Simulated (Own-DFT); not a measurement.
# Which arrangement is lower? C34N2Si36, 72 atoms

Calculated results; nothing here was measured. They come from Own-DFT, an in-house plane-wave density functional program, since retired, whose code no person has reviewed. Each row is one single-point run on a periodic cell that was not relaxed, without spin or spin-orbit coupling.

Settings of every run: PBE; PseudoDojo norm-conserving scalar-relativistic files; cutoff 42 hartree; 4 x 4 x 3 k mesh centred on Gamma; Fermi-Dirac smearing of 0.1 eV.

Known limits: not probed for a lower state with spin; forces on such cells passed a denser k mesh, each cell not checked; stress not checked against mesh or cutoff.

All cells hold the same atoms in the same cell, with vectors in Å (9.248, 0.000, 0.000); (-4.624, 8.009, 0.000); (0.000, 0.000, 10.068). Every atom was moved at random from its ideal site; u is the rms move along one axis. The defect's site can differ from row to row. E is the free energy of the cell above the lowest run. The arrangements:

- A: 4H SiC, with two N on a C site each, 3.1 Å apart
- B: 2H SiC, with two N on a C site each, 3.1 Å apart

```
arrangement,u (Å),E (eV),P (GPa)
A,0.0287,0.000,2.61
A,0.0295,0.032,2.62
A,0.0304,0.430,2.76
A,0.0507,4.535,4.30
A,0.0511,4.328,4.24
A,0.0516,4.945,4.41
B,0.0284,0.899,2.83
B,0.0292,1.381,3.08
B,0.0322,1.659,3.11
B,0.0483,4.323,4.02
B,0.0508,5.304,4.54
B,0.0525,6.864,4.85
```

Question: once the cost of the random moves is taken out, how do the arrangements rank?

## Worked answer

Fit E = a + b u², with one b for all and one a for each arrangement, and with residuals divided by u², since the noise grows with the moves. Then b = 2554 eV/Å², the scatter at u = 0.04 Å is 0.31 eV, and against A:

- B: 1.07 ± 0.13 eV (higher)

These are energies of unrelaxed cells. Relaxing the atoms lowers the strained arrangements most, so the gaps would shrink and small ones could change sign.
